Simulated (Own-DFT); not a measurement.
# Strain and stress in 2H SiC, 32 atoms (C16Si16)

Calculated results; nothing here was measured. The program, named Own-DFT, is a retired in-house plane-wave density functional code that no person has reviewed. Each row is one single-point run on a periodic cell that was not relaxed, without spin or spin-orbit coupling.

Settings of every run: PBE; PseudoDojo norm-conserving scalar-relativistic files; cutoff 42 hartree; 5 x 5 x 3 k mesh centred on Gamma; Fermi-Dirac smearing of 0.1 eV.

Known limits: forces on such cells passed a denser k mesh, each cell not checked; stress not checked against mesh or cutoff.

Unstrained cell vectors in Å: (6.165, 0.000, 0.000); (-3.083, 5.339, 0.000); (0.000, 0.000, 10.068). The unstrained cell has measured lattice constants (interpolated for alloys), not those of this functional. That, the random moves and any unrelaxed bonds set the pressure at no strain. Each run strains this cell uniformly, with the atoms carried along. Every atom was also moved at random, by a Gaussian of width 0.05 Å on each axis. Strain is the symmetric tensor, in per cent. Stress is positive in tension, and the pressure is minus a third of its trace.

| run | e_xx (%) | e_yy (%) | e_zz (%) | e_yz (%) | e_xz (%) | e_xy (%) | s_xx (GPa) | s_yy (GPa) | s_zz (GPa) | s_yz (GPa) | s_xz (GPa) | s_xy (GPa) | P (GPa) | E (meV/atom) |
|---|---|---|---|---|---|---|---|---|---|---|---|---|---|---|
| 1 | 0.03 | 1.25 | 0.12 | -1.75 | -0.61 | 1.03 | -5.69 | 4.01 | -8.15 | -6.11 | -1.25 | 6.58 | 3.28 | 33.8 |
| 2 | 1.01 | 1.23 | 0.52 | -1.10 | -0.36 | 1.07 | 4.27 | 1.34 | -5.40 | -4.66 | 0.12 | 4.30 | -0.07 | 33.4 |
| 3 | -1.90 | 1.75 | -1.33 | 1.47 | -1.47 | 0.96 | -11.68 | 2.48 | -16.22 | 4.16 | -3.57 | 1.82 | 8.47 | 21.9 |
| 4 | 1.84 | -1.02 | -1.55 | 1.70 | 1.63 | -1.21 | 3.33 | -10.21 | -17.29 | 6.24 | 6.93 | -7.65 | 8.06 | 32.1 |
| 5 | 0.44 | 0.64 | 0.01 | -1.19 | -0.07 | 0.10 | 0.33 | -1.46 | -6.52 | -4.97 | -0.62 | 2.02 | 2.55 | 0.0 |
| 6 | -0.95 | -0.80 | -0.89 | -1.41 | -0.81 | -1.38 | -12.66 | -11.07 | -13.97 | -4.75 | -3.63 | -8.67 | 12.56 | 61.7 |
| 7 | 0.25 | 0.65 | 0.55 | 1.20 | 0.69 | -1.79 | -1.74 | -0.50 | -5.10 | 3.40 | 1.45 | -7.42 | 2.45 | 29.7 |
| 8 | 1.35 | 0.05 | -0.88 | 0.25 | -1.23 | -1.13 | 3.48 | -3.57 | -13.44 | 1.09 | -4.44 | -3.84 | 4.51 | 31.0 |
| 9 | 0.34 | 0.68 | -1.01 | 1.87 | 0.98 | -0.06 | -4.74 | -0.12 | -12.94 | 6.57 | 2.91 | -0.15 | 5.93 | 40.9 |
| 10 | -0.04 | -0.40 | -1.10 | -0.47 | -0.13 | 0.03 | -6.91 | -6.16 | -12.87 | -1.61 | 0.87 | -0.75 | 8.65 | 9.8 |
| 11 | -0.97 | -0.49 | -1.00 | 0.96 | -0.39 | -1.90 | -15.46 | -8.63 | -11.71 | 3.51 | -0.34 | -13.45 | 11.94 | 44.3 |
| 12 | 1.83 | 1.08 | -1.05 | -0.51 | 0.04 | -1.67 | 4.26 | 1.89 | -11.62 | -0.99 | 0.32 | -7.04 | 1.82 | 30.1 |
| 13 | 1.62 | 0.97 | -0.69 | -0.62 | -1.77 | -1.05 | 5.54 | 2.26 | -12.63 | -2.17 | -5.69 | -4.60 | 1.61 | 22.5 |
| 14 | -1.85 | -0.86 | -0.04 | 0.31 | 0.59 | -1.41 | -15.02 | -9.31 | -12.65 | 2.55 | 0.13 | -8.48 | 12.33 | 47.2 |
| 15 | 0.93 | -0.85 | -0.54 | 0.23 | -1.85 | -1.48 | 2.22 | -12.88 | -11.62 | 3.65 | -4.91 | -6.59 | 7.43 | 46.0 |
| 16 | 0.41 | -1.39 | 1.41 | 1.66 | 1.40 | -1.53 | -1.71 | -14.12 | 1.80 | 4.92 | 4.44 | -8.30 | 4.68 | 19.8 |
| 17 | 1.54 | 1.05 | 0.47 | -0.52 | 1.04 | 0.49 | 6.79 | 2.13 | -5.44 | -0.97 | 2.62 | 1.61 | -1.16 | 20.1 |
| 18 | -0.02 | -1.73 | 0.37 | 1.45 | 1.61 | 0.92 | ? | ? | ? | ? | ? | ? | ? | ? |

E is the free energy for each atom above the lowest run shown.

## Worked fit

Each stress component was fitted by least squares to a constant and the strains of the runs shown, as fractions, with shears doubled. Shear strains stay in the fit of a normal stress only where such slopes are resolved. The slopes, in GPa:

| stress | at no strain | per e_xx | per e_yy | per e_zz | scatter |
|---|---|---|---|---|---|
| s_xx | -4.3 | 572 ± 44 | 116 ± 53 | 139 ± 63 | 2.07 |
| s_yy | -5.2 | 43 ± 30 | 603 ± 37 | 0 ± 44 | 1.44 |
| s_zz | -8.2 | 46 ± 35 | 5 ± 42 | 557 ± 50 | 1.64 |

Each shear stress against twice its own strain: yz 168 ± 13, xz 146 ± 13, xy 229 ± 26 GPa. These are stiffnesses along x, y and z of the frame in which the cell vectors are given, which need not be the crystal's axes. The atoms are held to the strained lattice; where symmetry lets them move under strain, relaxing them would lower some slopes. The table should be nearly symmetric about its diagonal, and what it lacks of that shows the noise. A ninth of its sum, 231 ± 7 GPa, estimates the bulk modulus near the mean pressure of these runs, 5.6 GPa, so it lies above the value at zero pressure.

## Withheld run

Question: what normal stresses and pressure should run 18 give?

The fit gives s_xx = -5.9, s_yy = -15.6, s_zz = -6.2 and P = 9.3 GPa. The calculation gave -9.28, -15.18, -6.25 and P = 10.24 GPa.
